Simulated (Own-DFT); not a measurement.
Simulation results for GaAs (zincblende with one plane slipped along a stacking-fault path, atoms displaced)

All values are calculated (Own-DFT development build). A calculation, not a measurement: plane-wave PBE density functional theory by an unreviewed code, no spin, of a simulated periodic cell, stress positive in tension, free energy of the whole cell less one offset for each atom, forces on such cells passed a denser k mesh, this cell's mesh not checked; offsets are fitted by least squares, one for each functional and potential file, so energies compare only between cells with the same atoms and settings and are not formation energies; the far tail of each file's local potential was reset to the Coulomb form; each entry is a single point on an unrelaxed cell, so the pressure reflects the starting lattice, mostly measured values (interpolated for alloys), from which strain is counted, and rises with the displacements; printed positions are rounded, which can move forces by about a meV/angstrom; the program, named Own-DFT, is a retired in-house code; no spin-orbit coupling.

Settings shared by all entries: functional PBE; potential files PseudoDojo norm-conserving, scalar-relativistic, standard set; wave cutoff 42 hartree; occupations Fermi-Dirac; smearing width 0.1 eV; k mesh 4 x 4 x 2 centred on Gamma.

(1) GaAs (zincblende with one plane slipped along a stacking-fault path, atoms displaced)

```cif
# cell vector a (Å): 5.6533 -5.6533 0.0000
# cell vector b (Å): 0.0000 5.6533 -5.6533
# cell vector c (Å): 12.0604 12.0604 9.7991
data_GaAs
_symmetry_space_group_name_H-M 'P 1'
_symmetry_Int_Tables_number 1
_cell_length_a 7.9950
_cell_length_b 7.9950
_cell_length_c 19.6705
_cell_angle_alpha 85.337
_cell_angle_beta 90.000
_cell_angle_gamma 120.000
_cell_volume 1084.07
loop_
_atom_site_label
_atom_site_type_symbol
_atom_site_fract_x
_atom_site_fract_y
_atom_site_fract_z
_atom_site_occupancy
Ga1 Ga 0.00850 0.00607 0.00352 1
As1 As 0.97543 0.96828 0.11855 1
Ga2 Ga 0.13702 0.29881 0.16399 1
As2 As 0.13046 0.25929 0.29328 1
Ga3 Ga 0.29295 0.07512 0.33255 1
As3 As 0.27239 0.03562 0.46280 1
Ga4 Ga 0.07013 0.11624 0.50061 1
As4 As 0.06142 0.09353 0.62854 1
Ga5 Ga 0.20737 0.41591 0.66354 1
As5 As 0.18910 0.36940 0.79677 1
Ga6 Ga 0.35445 0.20469 0.83237 1
As6 As 0.33583 0.16730 0.96204 1
Ga7 Ga 0.01045 0.49387 0.99737 1
As7 As 0.98973 0.46948 0.12471 1
Ga8 Ga 0.15365 0.79323 0.17133 1
As8 As 0.14231 0.77156 0.28674 1
Ga9 Ga 0.28681 0.56498 0.33175 1
As9 As 0.27277 0.56247 0.45933 1
Ga10 Ga 0.06800 0.63325 0.50365 1
As10 As 0.05251 0.61607 0.62678 1
Ga11 Ga 0.21853 0.93831 0.66789 1
As11 As 0.19476 0.88307 0.79517 1
Ga12 Ga 0.37097 0.71105 0.83733 1
As12 As 0.33796 0.68734 0.95801 1
Ga13 Ga 0.49343 0.99466 0.99980 1
As13 As 0.46995 0.94996 0.12790 1
Ga14 Ga 0.66037 0.30493 0.16847 1
As14 As 0.62208 0.24070 0.29174 1
Ga15 Ga 0.78135 0.06790 0.33610 1
As15 As 0.76064 0.02851 0.45978 1
Ga16 Ga 0.56784 0.14011 0.49694 1
As16 As 0.53724 0.08974 0.62698 1
Ga17 Ga 0.71427 0.42594 0.66572 1
As17 As 0.69102 0.38399 0.79165 1
Ga18 Ga 0.84738 0.20325 0.83158 1
As18 As 0.83143 0.17921 0.96155 1
Ga19 Ga 0.50539 0.49256 0.99923 1
As19 As 0.48853 0.46786 0.12551 1
Ga20 Ga 0.64009 0.77887 0.17066 1
As20 As 0.62752 0.75645 0.29168 1
Ga21 Ga 0.77920 0.56446 0.33352 1
As21 As 0.76096 0.54676 0.46455 1
Ga22 Ga 0.55250 0.63134 0.50136 1
As22 As 0.54812 0.60327 0.62448 1
Ga23 Ga 0.71748 0.91650 0.67295 1
As23 As 0.68180 0.88679 0.79205 1
Ga24 Ga 0.86160 0.71227 0.83148 1
As24 As 0.83679 0.69544 0.95948 1
```

```
free energy of cell above offsets : -13.948 eV
pressure                          : 5.22 GPa
stress xx                         : -5.96 GPa
stress yy                         : -6.8 GPa
stress zz                         : -2.92 GPa
stress yz                         : -0.44 GPa
stress xz                         : 0.48 GPa
stress xy                         : 0.95 GPa
```

Force:
| element | x (eV/Å) | y (eV/Å) | z (eV/Å) |
| --- | --- | --- | --- |
| Ga | -1.412 | -0.224 | -0.955 |
| As | 1.946 | 1.324 | 1.596 |
| Ga | 0.942 | -1.143 | 1.181 |
| As | -1.079 | -0.773 | 0.767 |
| Ga | 0.085 | 1.041 | 0.067 |
| As | -2.358 | -2.774 | 0.754 |
| Ga | 0.011 | 3.305 | -0.992 |
| As | -1.794 | 1.105 | -0.903 |
| Ga | 0.618 | 0.978 | -0.062 |
| As | -0.453 | 0.275 | -1.48 |
| Ga | 0.58 | 0.187 | 0.614 |
| As | -0.32 | -0.242 | -1.138 |
| Ga | -0.522 | 1.54 | -0.516 |
| As | -0.449 | 0.699 | -1.107 |
| Ga | -2.139 | -0.219 | -0.85 |
| As | 0.246 | 0.974 | 2.553 |
| Ga | 0.547 | 1.169 | -0.928 |
| As | -2.288 | -2.655 | 0.892 |
| Ga | 0.199 | 2.622 | -0.893 |
| As | 0.296 | -0.435 | 0.704 |
| Ga | 0.823 | -0.205 | 1.76 |
| As | -0.005 | -0.826 | -0.229 |
| Ga | -1.81 | 0.4 | 0.798 |
| As | 0.584 | -1.045 | 0.982 |
| Ga | 1.049 | 0.593 | 0.352 |
| As | 1.056 | -0.546 | -1.509 |
| Ga | -1.018 | -0.519 | 0.79 |
| As | 0.559 | 0.112 | -0.589 |
| Ga | 0.509 | -0.262 | -0.434 |
| As | -0.166 | -1.454 | 1.071 |
| Ga | 2.79 | 1.501 | -1.027 |
| As | 1.258 | -1.185 | -1.101 |
| Ga | -0.466 | -0.01 | 0.352 |
| As | 0.094 | 0.071 | -0.439 |
| Ga | 0.747 | 0.587 | 0.134 |
| As | -0.36 | -1.143 | 0.084 |
| Ga | -0.158 | 0.723 | -0.273 |
| As | -0.47 | 0.104 | 0.313 |
| Ga | -0.356 | -0.287 | -0.933 |
| As | 0.278 | -0.208 | 0.761 |
| Ga | 0.726 | 0.081 | -0.351 |
| As | -0.942 | -2.983 | 0.763 |
| Ga | 1.969 | 1.476 | -1.094 |
| As | 0.385 | 0.157 | 0.343 |
| Ga | -1.016 | -0.23 | -0.942 |
| As | 1.368 | -0.983 | 0.129 |
| Ga | -0.201 | 0.826 | 0.469 |
| As | 0.122 | -1.497 | 0.518 |

(2) GaAs (zincblende with one plane slipped along a stacking-fault path, atoms displaced)

```cif
# cell vector a (Å): 5.6533 -5.6533 0.0000
# cell vector b (Å): 0.0000 5.6533 -5.6533
# cell vector c (Å): 12.0604 12.0604 9.7991
data_GaAs
_symmetry_space_group_name_H-M 'P 1'
_symmetry_Int_Tables_number 1
_cell_length_a 7.9950
_cell_length_b 7.9950
_cell_length_c 19.6705
_cell_angle_alpha 85.337
_cell_angle_beta 90.000
_cell_angle_gamma 120.000
_cell_volume 1084.07
loop_
_atom_site_label
_atom_site_type_symbol
_atom_site_fract_x
_atom_site_fract_y
_atom_site_fract_z
_atom_site_occupancy
Ga1 Ga 0.99261 0.99900 0.99947 1
As1 As 0.99829 0.96741 0.12128 1
Ga2 Ga 0.13462 0.28911 0.17092 1
As2 As 0.13227 0.24421 0.29472 1
Ga3 Ga 0.29281 0.07699 0.33072 1
As3 As 0.26852 0.04320 0.45951 1
Ga4 Ga 0.05662 0.12009 0.50206 1
As4 As 0.06287 0.12012 0.62814 1
Ga5 Ga 0.19045 0.41946 0.66552 1
As5 As 0.18816 0.37854 0.79653 1
Ga6 Ga 0.34516 0.21035 0.82926 1
As6 As 0.34525 0.17775 0.95917 1
Ga7 Ga 0.99962 0.50503 0.00220 1
As7 As 0.96651 0.46170 0.12361 1
Ga8 Ga 0.14059 0.78498 0.17127 1
As8 As 0.14231 0.76286 0.29807 1
Ga9 Ga 0.28400 0.58564 0.32509 1
As9 As 0.26879 0.53573 0.45867 1
Ga10 Ga 0.07486 0.64511 0.50112 1
As10 As 0.04018 0.57912 0.61877 1
Ga11 Ga 0.20497 0.90813 0.66103 1
As11 As 0.18643 0.88808 0.78679 1
Ga12 Ga 0.35622 0.71300 0.83528 1
As12 As 0.34425 0.66807 0.96123 1
Ga13 Ga 0.50107 0.00439 0.00149 1
As13 As 0.47963 0.96655 0.12768 1
Ga14 Ga 0.65232 0.28994 0.16758 1
As14 As 0.62343 0.25591 0.29197 1
Ga15 Ga 0.79728 0.07674 0.33308 1
As15 As 0.78194 0.06558 0.46173 1
Ga16 Ga 0.56396 0.13208 0.50800 1
As16 As 0.53839 0.10540 0.63011 1
Ga17 Ga 0.70149 0.40683 0.66901 1
As17 As 0.70158 0.39437 0.78921 1
Ga18 Ga 0.86142 0.22736 0.83659 1
As18 As 0.83773 0.18341 0.95936 1
Ga19 Ga 0.51117 0.49930 0.00276 1
As19 As 0.48409 0.46800 0.12578 1
Ga20 Ga 0.65086 0.79944 0.16670 1
As20 As 0.64050 0.77483 0.29436 1
Ga21 Ga 0.78069 0.57246 0.33124 1
As21 As 0.77186 0.54236 0.45792 1
Ga22 Ga 0.56603 0.63911 0.49885 1
As22 As 0.54488 0.60447 0.62743 1
Ga23 Ga 0.72244 0.92847 0.66283 1
As23 As 0.69976 0.89998 0.79418 1
Ga24 Ga 0.84704 0.71198 0.83098 1
As24 As 0.85126 0.67964 0.96066 1
```

```
free energy of cell above offsets : -14.809 eV
pressure                          : 4.82 GPa
stress xx                         : -5.79 GPa
stress yy                         : -5.72 GPa
stress zz                         : -2.95 GPa
stress yz                         : 0.74 GPa
stress xz                         : -0.12 GPa
stress xy                         : 0.74 GPa
```

Force:
| element | x (eV/Å) | y (eV/Å) | z (eV/Å) |
| --- | --- | --- | --- |
| Ga | 0.384 | -0.443 | -0.598 |
| As | 0.003 | 1.376 | 0.204 |
| Ga | -0.266 | -0.881 | -0.32 |
| As | -0.405 | 0.654 | -1.141 |
| Ga | 1.102 | 0.605 | 0.358 |
| As | -0.808 | -2.001 | 0.895 |
| Ga | 2.615 | 1.29 | -0.927 |
| As | -1.149 | -1.664 | 1.222 |
| Ga | 2.517 | 0.257 | -0.108 |
| As | -0.526 | 0.244 | -1.873 |
| Ga | 1.249 | -0.79 | 0.771 |
| As | -0.867 | 0.193 | -0.355 |
| Ga | 0.347 | -1.05 | 0.032 |
| As | 1.784 | -0.338 | -0.229 |
| Ga | 0.043 | -0.279 | 0.14 |
| As | -2.569 | 0.534 | -0.296 |
| Ga | 1.976 | -0.956 | 1.663 |
| As | -1.999 | -1.35 | 0.575 |
| Ga | 0.193 | 0.177 | -1.807 |
| As | 0.016 | 2.08 | -0.208 |
| Ga | -0.322 | 0.752 | 0.494 |
| As | 0.379 | -0.209 | 0.479 |
| Ga | -0.188 | 0.013 | -0.125 |
| As | -0.08 | 0.603 | -0.502 |
| Ga | -0.103 | -0.389 | 0.652 |
| As | -0.09 | -0.201 | -0.097 |
| Ga | -1.114 | 0.972 | 0.501 |
| As | 0.538 | -0.89 | 0.006 |
| Ga | 0.634 | 1.628 | -0.491 |
| As | -2.935 | -1.236 | 0.727 |
| Ga | 0.565 | 1.299 | -1.361 |
| As | 0.006 | -1.549 | 0.849 |
| Ga | 0.226 | 0.737 | -1.711 |
| As | -0.204 | 0.849 | 0.622 |
| Ga | -0.466 | -0.198 | 0.643 |
| As | 0.234 | 0.186 | 0.208 |
| Ga | -0.163 | -0.225 | -0.013 |
| As | 0.302 | 0.611 | 0.41 |
| Ga | 0.237 | -0.509 | 0.082 |
| As | -1.435 | -1.082 | 0.944 |
| Ga | 0.819 | 0.37 | -0.25 |
| As | -1.099 | -1.002 | 1.083 |
| Ga | 1.734 | 1.085 | -0.895 |
| As | -0.142 | -0.468 | 0.304 |
| Ga | 0.149 | 0.949 | 0.317 |
| As | -0.633 | 0.03 | -0.35 |
| Ga | 0.673 | 0.091 | 0.107 |
| As | -1.165 | 0.124 | -0.632 |

(3) GaAs (zincblende with one plane slipped along a stacking-fault path, atoms displaced)

```cif
# cell vector a (Å): 5.6533 -5.6533 0.0000
# cell vector b (Å): 0.0000 5.6533 -5.6533
# cell vector c (Å): 12.0604 12.0604 9.7991
data_GaAs
_symmetry_space_group_name_H-M 'P 1'
_symmetry_Int_Tables_number 1
_cell_length_a 7.9950
_cell_length_b 7.9950
_cell_length_c 19.6705
_cell_angle_alpha 85.337
_cell_angle_beta 90.000
_cell_angle_gamma 120.000
_cell_volume 1084.07
loop_
_atom_site_label
_atom_site_type_symbol
_atom_site_fract_x
_atom_site_fract_y
_atom_site_fract_z
_atom_site_occupancy
Ga1 Ga 0.00031 0.99542 0.00264 1
As1 As 0.99031 0.95924 0.12814 1
Ga2 Ga 0.15453 0.27604 0.16830 1
As2 As 0.13385 0.25529 0.29598 1
Ga3 Ga 0.30368 0.07574 0.33067 1
As3 As 0.28744 0.05648 0.46112 1
Ga4 Ga 0.07156 0.13620 0.49647 1
As4 As 0.05497 0.11341 0.62564 1
Ga5 Ga 0.21003 0.41398 0.66636 1
As5 As 0.18971 0.37563 0.79415 1
Ga6 Ga 0.34971 0.20895 0.83215 1
As6 As 0.34289 0.17986 0.95705 1
Ga7 Ga 0.00426 0.50854 0.99842 1
As7 As 0.97796 0.46155 0.12446 1
Ga8 Ga 0.14219 0.79327 0.16401 1
As8 As 0.12929 0.75706 0.29222 1
Ga9 Ga 0.28881 0.57853 0.33240 1
As9 As 0.28732 0.55243 0.46395 1
Ga10 Ga 0.06836 0.64093 0.50776 1
As10 As 0.04493 0.60610 0.62995 1
Ga11 Ga 0.20515 0.91302 0.66902 1
As11 As 0.18215 0.88853 0.79447 1
Ga12 Ga 0.36296 0.71006 0.83567 1
As12 As 0.34072 0.67419 0.95860 1
Ga13 Ga 0.49318 0.99585 0.99910 1
As13 As 0.47324 0.96559 0.13140 1
Ga14 Ga 0.63621 0.26750 0.16700 1
As14 As 0.64240 0.25688 0.29108 1
Ga15 Ga 0.80103 0.09710 0.33185 1
As15 As 0.77029 0.03826 0.45843 1
Ga16 Ga 0.57725 0.13279 0.49384 1
As16 As 0.55653 0.10315 0.62853 1
Ga17 Ga 0.69906 0.41227 0.66348 1
As17 As 0.68269 0.37230 0.79222 1
Ga18 Ga 0.86170 0.22565 0.83657 1
As18 As 0.83298 0.19481 0.95524 1
Ga19 Ga 0.50004 0.51077 0.99813 1
As19 As 0.47189 0.46421 0.12443 1
Ga20 Ga 0.64124 0.79149 0.16293 1
As20 As 0.61987 0.74780 0.29107 1
Ga21 Ga 0.80120 0.58834 0.33865 1
As21 As 0.75813 0.52986 0.45837 1
Ga22 Ga 0.55645 0.62470 0.49763 1
As22 As 0.55077 0.59199 0.62638 1
Ga23 Ga 0.73167 0.92418 0.66492 1
As23 As 0.68976 0.89092 0.79505 1
Ga24 Ga 0.85203 0.71493 0.83515 1
As24 As 0.84455 0.67371 0.95544 1
```

```
free energy of cell above offsets : -13.847 eV
pressure                          : 5.26 GPa
stress xx                         : -6.73 GPa
stress yy                         : -6.14 GPa
stress zz                         : -2.91 GPa
stress yz                         : 0.24 GPa
stress xz                         : 0.57 GPa
stress xy                         : 1.63 GPa
```

Force:
| element | x (eV/Å) | y (eV/Å) | z (eV/Å) |
| --- | --- | --- | --- |
| Ga | -0.49 | -0.003 | -0.819 |
| As | -1.464 | 0.942 | -0.786 |
| Ga | -0.601 | 1.505 | -0.128 |
| As | -0.09 | -0.828 | -0.267 |
| Ga | 0.411 | 0.765 | 0.199 |
| As | -2.854 | -1.605 | 1.187 |
| Ga | 1.558 | 2.026 | -0.973 |
| As | -0.314 | -1.799 | 0.425 |
| Ga | 0.767 | 1.271 | -0.767 |
| As | -0.107 | 0.387 | -1.351 |
| Ga | 0.49 | -0.168 | 0.59 |
| As | -0.211 | 0.621 | 0.074 |
| Ga | 0.399 | 0.081 | 0.668 |
| As | 0.376 | -0.345 | 0.265 |
| Ga | 0.346 | -0.475 | 1.962 |
| As | -0.249 | -0.383 | -0.112 |
| Ga | 0.495 | 0.487 | 0.309 |
| As | -6.266 | 0.768 | 0.798 |
| Ga | 0.307 | 0.493 | -1.318 |
| As | -0.135 | -0.739 | 0.963 |
| Ga | 0.81 | 0.679 | -1.046 |
| As | 0.39 | -1.064 | 0.276 |
| Ga | -1.173 | 0.226 | -0.07 |
| As | -0.281 | 0.616 | -0.497 |
| Ga | 0.547 | 0.319 | -0.045 |
| As | -1.036 | -1.963 | -0.137 |
| Ga | 0.822 | 1.176 | -1.796 |
| As | -0.382 | 1.053 | -0.955 |
| Ga | -0.1 | -0.802 | 1.641 |
| As | -0.855 | -3.105 | 1.053 |
| Ga | 2.42 | 3.14 | -0.69 |
| As | -1.199 | -1.307 | 0.647 |
| Ga | 1.282 | 0.514 | 0.167 |
| As | 0.167 | 0.3 | -1.382 |
| Ga | -0.902 | -0.764 | 0.305 |
| As | 1.106 | -0.17 | 1.75 |
| Ga | 0.641 | -0.914 | 0.956 |
| As | 0.968 | -1.138 | -0.361 |
| Ga | 0.526 | 0.095 | 0.751 |
| As | 0.819 | -0.21 | -0.801 |
| Ga | -1.189 | -0.312 | -0.326 |
| As | 0.613 | -1.642 | 1.263 |
| Ga | 5.27 | 0.276 | -0.852 |
| As | -0.405 | 0.437 | -0.933 |
| Ga | -0.617 | 1.251 | 0.767 |
| As | 0.306 | -0.629 | -0.82 |
| Ga | -1.069 | -0.511 | 0.228 |
| As | 0.151 | 1.448 | -0.014 |

(4) GaAs (zincblende with one plane slipped along a stacking-fault path, atoms displaced)

```cif
# cell vector a (Å): 5.6533 -5.6533 0.0000
# cell vector b (Å): 0.0000 5.6533 -5.6533
# cell vector c (Å): 12.0604 12.0604 9.7991
data_GaAs
_symmetry_space_group_name_H-M 'P 1'
_symmetry_Int_Tables_number 1
_cell_length_a 7.9950
_cell_length_b 7.9950
_cell_length_c 19.6705
_cell_angle_alpha 85.337
_cell_angle_beta 90.000
_cell_angle_gamma 120.000
_cell_volume 1084.07
loop_
_atom_site_label
_atom_site_type_symbol
_atom_site_fract_x
_atom_site_fract_y
_atom_site_fract_z
_atom_site_occupancy
Ga1 Ga 0.99820 0.00755 0.00030 1
As1 As 0.98800 0.95746 0.12217 1
Ga2 Ga 0.15259 0.29326 0.17247 1
As2 As 0.13199 0.25692 0.29482 1
Ga3 Ga 0.27302 0.07634 0.33798 1
As3 As 0.27595 0.03838 0.45729 1
Ga4 Ga 0.06388 0.15818 0.50218 1
As4 As 0.05115 0.10746 0.62585 1
Ga5 Ga 0.20542 0.40940 0.66606 1
As5 As 0.19860 0.39619 0.79815 1
Ga6 Ga 0.35948 0.22087 0.83249 1
As6 As 0.35841 0.18896 0.95819 1
Ga7 Ga 0.99904 0.49747 0.00318 1
As7 As 0.99009 0.45622 0.11981 1
Ga8 Ga 0.15202 0.78434 0.16879 1
As8 As 0.14557 0.76266 0.29267 1
Ga9 Ga 0.29079 0.57556 0.32842 1
As9 As 0.26007 0.53494 0.46323 1
Ga10 Ga 0.07225 0.63462 0.50326 1
As10 As 0.05045 0.60408 0.62587 1
Ga11 Ga 0.19891 0.91432 0.66352 1
As11 As 0.19980 0.88163 0.79067 1
Ga12 Ga 0.36712 0.72021 0.82857 1
As12 As 0.34898 0.69883 0.95274 1
Ga13 Ga 0.49971 0.98789 0.99570 1
As13 As 0.48011 0.95542 0.12762 1
Ga14 Ga 0.65454 0.28760 0.16582 1
As14 As 0.62526 0.25462 0.29189 1
Ga15 Ga 0.77964 0.07644 0.33141 1
As15 As 0.75865 0.04564 0.46161 1
Ga16 Ga 0.56687 0.12754 0.50589 1
As16 As 0.56127 0.10585 0.62909 1
Ga17 Ga 0.71782 0.41020 0.66433 1
As17 As 0.69324 0.38702 0.79338 1
Ga18 Ga 0.85299 0.20828 0.83356 1
As18 As 0.84641 0.18428 0.95836 1
Ga19 Ga 0.51048 0.51451 0.00184 1
As19 As 0.48386 0.46077 0.12566 1
Ga20 Ga 0.64961 0.79765 0.16005 1
As20 As 0.61719 0.74412 0.29293 1
Ga21 Ga 0.79211 0.58998 0.33350 1
As21 As 0.77573 0.54806 0.46032 1
Ga22 Ga 0.56173 0.62893 0.50353 1
As22 As 0.53995 0.59540 0.62705 1
Ga23 Ga 0.69273 0.91464 0.66690 1
As23 As 0.69136 0.87410 0.79017 1
Ga24 Ga 0.87328 0.73350 0.83378 1
As24 As 0.84351 0.67085 0.95612 1
```

```
free energy of cell above offsets : -14.799 eV
pressure                          : 4.94 GPa
stress xx                         : -5.7 GPa
stress yy                         : -6.12 GPa
stress zz                         : -3 GPa
stress yz                         : 0.47 GPa
stress xz                         : -0.32 GPa
stress xy                         : 0.59 GPa
```

Force:
| element | x (eV/Å) | y (eV/Å) | z (eV/Å) |
| --- | --- | --- | --- |
| Ga | 0.296 | -1.436 | -0.078 |
| As | 0.887 | 0.829 | -0.088 |
| Ga | -0.839 | -0.99 | 0.241 |
| As | -1.092 | 0.446 | 0.333 |
| Ga | 0.667 | -1.426 | -0.408 |
| As | -1.045 | 1.094 | 1.55 |
| Ga | 1.303 | -0.545 | -0.906 |
| As | -0.963 | -0.293 | 1.196 |
| Ga | 1.036 | 1.495 | -0.34 |
| As | -1.302 | -0.763 | -0.145 |
| Ga | 0.069 | -0.301 | 0.784 |
| As | -0.587 | 0.606 | 0.35 |
| Ga | -0.361 | -1.184 | -1.351 |
| As | 1.266 | 1.489 | 0.654 |
| Ga | -0.812 | -0.003 | 0.324 |
| As | -1.025 | 0.749 | 0.159 |
| Ga | 0.706 | 1.152 | 0.859 |
| As | -1.233 | -3.199 | 0.557 |
| Ga | 0.432 | 2.415 | -1.503 |
| As | 0.063 | -0.716 | 0.604 |
| Ga | 1.137 | 0.547 | -0.535 |
| As | -0.142 | 0.54 | -1.362 |
| Ga | 0.128 | 0.476 | 0.692 |
| As | -0.925 | -0.963 | 2.098 |
| Ga | 1.541 | 1.59 | -0.977 |
| As | -0.496 | -0.151 | -1.498 |
| Ga | -0.162 | 0.149 | 0.213 |
| As | -0.208 | 0.524 | -0.455 |
| Ga | 0.399 | 0.099 | 0.499 |
| As | -0.753 | -3.785 | 0.93 |
| Ga | 0.34 | 2.796 | -1.401 |
| As | -1.916 | 0.16 | 0.711 |
| Ga | 0.737 | 2.039 | -0.694 |
| As | 0.208 | -0.314 | -0.936 |
| Ga | -0.153 | -0.145 | 0.086 |
| As | -0.471 | 0.113 | 0.245 |
| Ga | -0.678 | -0.183 | -0.093 |
| As | 0.397 | 0.05 | -0.252 |
| Ga | 0.737 | -0.322 | 1.274 |
| As | 0.321 | -0.614 | -1.518 |
| Ga | 0.416 | -0.734 | 0.615 |
| As | -1.374 | -1.204 | 0.902 |
| Ga | 1.135 | 1.047 | -1.2 |
| As | 0.565 | -0.673 | 0.3 |
| Ga | 0.978 | -0.984 | 0.091 |
| As | 0.697 | 0.34 | -1.238 |
| Ga | -0.448 | -0.819 | 1.163 |
| As | 0.525 | 1.003 | -0.452 |

(5) GaAs (zincblende with one plane slipped along a stacking-fault path, atoms displaced)

```cif
# cell vector a (Å): 5.6533 -5.6533 0.0000
# cell vector b (Å): 0.0000 5.6533 -5.6533
# cell vector c (Å): 12.0604 12.0604 9.7991
data_GaAs
_symmetry_space_group_name_H-M 'P 1'
_symmetry_Int_Tables_number 1
_cell_length_a 7.9950
_cell_length_b 7.9950
_cell_length_c 19.6705
_cell_angle_alpha 85.337
_cell_angle_beta 90.000
_cell_angle_gamma 120.000
_cell_volume 1084.07
loop_
_atom_site_label
_atom_site_type_symbol
_atom_site_fract_x
_atom_site_fract_y
_atom_site_fract_z
_atom_site_occupancy
Ga1 Ga 0.98366 0.99840 0.99916 1
As1 As 0.00305 0.97871 0.12462 1
Ga2 Ga 0.13565 0.28125 0.16783 1
As2 As 0.13519 0.25781 0.29614 1
Ga3 Ga 0.28977 0.07426 0.33240 1
As3 As 0.28473 0.04910 0.45751 1
Ga4 Ga 0.07547 0.13540 0.49896 1
As4 As 0.05052 0.09844 0.62599 1
Ga5 Ga 0.22432 0.43098 0.66820 1
As5 As 0.19467 0.39853 0.78970 1
Ga6 Ga 0.33413 0.20468 0.83374 1
As6 As 0.34257 0.17845 0.95516 1
Ga7 Ga 0.00692 0.51137 0.00629 1
As7 As 0.97207 0.46214 0.12810 1
Ga8 Ga 0.14385 0.79199 0.16333 1
As8 As 0.12592 0.75548 0.29036 1
Ga9 Ga 0.28742 0.58636 0.33715 1
As9 As 0.29500 0.55281 0.46065 1
Ga10 Ga 0.05133 0.62723 0.50334 1
As10 As 0.05800 0.59683 0.62786 1
Ga11 Ga 0.21164 0.93277 0.66763 1
As11 As 0.20122 0.90305 0.79722 1
Ga12 Ga 0.35562 0.70720 0.83761 1
As12 As 0.33698 0.68478 0.95769 1
Ga13 Ga 0.49683 0.01089 0.00735 1
As13 As 0.48304 0.95917 0.12452 1
Ga14 Ga 0.65321 0.29714 0.16968 1
As14 As 0.61765 0.24614 0.29345 1
Ga15 Ga 0.78609 0.08385 0.33506 1
As15 As 0.75966 0.03893 0.46490 1
Ga16 Ga 0.56873 0.13809 0.50375 1
As16 As 0.55530 0.10069 0.62455 1
Ga17 Ga 0.71575 0.43234 0.66210 1
As17 As 0.69596 0.38280 0.79420 1
Ga18 Ga 0.85102 0.20365 0.83533 1
As18 As 0.82773 0.16403 0.95967 1
Ga19 Ga 0.49607 0.49193 0.00088 1
As19 As 0.48907 0.46609 0.12172 1
Ga20 Ga 0.65449 0.81120 0.16526 1
As20 As 0.63114 0.76091 0.29021 1
Ga21 Ga 0.78090 0.59175 0.33182 1
As21 As 0.77750 0.53729 0.45677 1
Ga22 Ga 0.56291 0.63792 0.50292 1
As22 As 0.54803 0.59729 0.62064 1
Ga23 Ga 0.71401 0.91893 0.66391 1
As23 As 0.70053 0.88748 0.79347 1
Ga24 Ga 0.86849 0.71710 0.83408 1
As24 As 0.81842 0.66577 0.95810 1
```

```
free energy of cell above offsets : -14.540 eV
pressure                          : 5.01 GPa
stress xx                         : -6.88 GPa
stress yy                         : -5.26 GPa
stress zz                         : -2.88 GPa
stress yz                         : -0.16 GPa
stress xz                         : -0.96 GPa
stress xy                         : 0.94 GPa
```

Force:
| element | x (eV/Å) | y (eV/Å) | z (eV/Å) |
| --- | --- | --- | --- |
| Ga | 0.76 | -1.183 | 0.426 |
| As | -1.389 | 0.191 | 0.28 |
| Ga | 1.242 | 0.386 | -0.756 |
| As | -0.663 | 0.264 | -0.385 |
| Ga | -0.167 | 0.376 | 0.416 |
| As | -2.122 | -1.05 | 1.253 |
| Ga | 0.721 | 1.595 | -0.98 |
| As | 0.02 | 0.186 | -0.804 |
| Ga | -0.646 | -0.329 | 0.526 |
| As | 0.101 | 0.372 | 0.696 |
| Ga | 1.315 | 0.059 | -1.491 |
| As | -0.387 | 1.096 | 0.666 |
| Ga | -1.315 | -0.644 | -0.057 |
| As | 1.001 | -0.687 | -0.377 |
| Ga | 0.608 | -0.091 | 0.756 |
| As | -0.372 | 0.087 | 0.027 |
| Ga | 0.101 | -0.633 | 0.007 |
| As | -5.308 | 1.113 | 1.219 |
| Ga | 3.638 | -0.643 | -1.152 |
| As | -0.186 | 0.579 | -0.707 |
| Ga | 0.547 | -0.42 | 0.693 |
| As | -0.911 | -1.857 | 0.603 |
| Ga | -0.169 | -0.196 | -0.938 |
| As | 1.007 | 0.467 | 0.751 |
| Ga | -1.023 | -1.421 | -0.449 |
| As | 0.493 | 1.577 | -0.322 |
| Ga | -1.211 | 0.406 | 0.807 |
| As | 0.574 | 0.129 | -1.142 |
| Ga | 0.656 | -0.271 | 0.474 |
| As | -0.46 | -3.244 | 0.706 |
| Ga | 1.172 | 1.791 | -1.389 |
| As | 0.249 | 0.805 | 0.304 |
| Ga | 0.733 | 0.134 | 1.096 |
| As | -0.811 | 0.363 | -0.67 |
| Ga | 0.085 | -0.078 | -0.331 |
| As | 0.309 | 1.108 | -1.186 |
| Ga | -0.968 | 0.424 | -0.258 |
| As | 0.486 | 1.323 | 0.301 |
| Ga | 0.354 | -1.452 | 1.065 |
| As | -0.715 | 0.977 | -0.52 |
| Ga | 0.569 | -1.199 | 0.867 |
| As | -3.266 | 0.536 | 0.904 |
| Ga | 3.986 | -1.436 | -1.836 |
| As | 1.111 | 0.678 | 0.358 |
| Ga | 0.276 | 0.544 | 0.408 |
| As | -0.756 | -0.259 | -0.004 |
| Ga | -0.62 | -0.017 | 0.649 |
| As | 1.353 | -0.458 | -0.508 |
